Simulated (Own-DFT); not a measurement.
# What a defect does to the pressure of its cell: zincblende GaP

The numbers are computed, not measured, by runs of the plane-wave DFT program Own-DFT (in-house, retired, unreviewed) at fixed positions, with no spin and no spin-orbit coupling.

Common settings: PBE; PseudoDojo norm-conserving scalar-relativistic files; cutoff 42 hartree; 3 x 3 x 3 k mesh centred on Gamma; Fermi-Dirac smearing of 0.1 eV.

Caveats (not all hold for every row): not probed for a lower state with spin; forces on such cells failed a check on a denser k mesh; forces on such cells passed a denser k mesh, each cell not checked; stress not checked against mesh or cutoff.

All runs share one cell, with vectors in Å (10.901, 0.000, 0.000); (0.000, 10.901, 0.000); (0.000, 0.000, 10.901) and a volume of 1295.4 Å³. Atoms were moved at random from their sites; u is the rms move along one axis. The defect's site can differ from row to row.

```
cell,formula,u (Å),P (GPa)
no defect,Ga32P32,0.0194,2.71
no defect,Ga32P32,0.0197,2.72
no defect,Ga32P32,0.0525,3.35
one In on a Ga site,Ga31InP32,0.0306,?
one In on a Ga site,Ga31InP32,0.0321,3.71
one In on a Ga site,Ga31InP32,0.0482,3.89
one In on a Ga site,Ga31InP32,0.0486,4.14
two P vacancies,Ga32P30,0.0275,2.28
two P vacancies,Ga32P30,0.0308,2.29
two P vacancies,Ga32P30,0.0531,2.57
one Al on a Ga site,AlGa31P32,0.0305,2.82
one Al on a Ga site,AlGa31P32,0.0314,2.85
one Al on a Ga site,AlGa31P32,0.0533,3.32
one P on a Ga site,Ga31P33,0.0310,3.04
one P on a Ga site,Ga31P33,0.0516,3.40
one P on a Ga site,Ga31P33,0.0545,3.41
```

## Analysis

P = P0 + c u² + a shift for each defect gives P0 = 2.66 GPa, c = 222 ± 23 GPa/Å² and a scatter of 0.08 GPa. The shifts, and each times the cell's volume:

- one In on a Ga site: 0.83 ± 0.07 GPa, 6.7 eV
- one P on a Ga site: 0.13 ± 0.07 GPa, 1.1 eV (not resolved)
- one Al on a Ga site: -0.02 ± 0.07 GPa, -0.2 eV (not resolved)
- two P vacancies: -0.62 ± 0.07 GPa, -5.0 eV (-2.5 eV for each of its 2 sites)

Against the defect-free cell, a freed cell would be larger where the shift is positive and smaller where it is negative (160.2 GPa Å³ is 1 eV). The atoms around the defects weren't relaxed, which would change these numbers.

## Prediction

Asked: what pressure belongs in the blank (one In on a Ga site, u = 0.0306 Å)?

The fitted form gives 3.70 ± 0.10 GPa. The calculation gave 3.75 GPa.
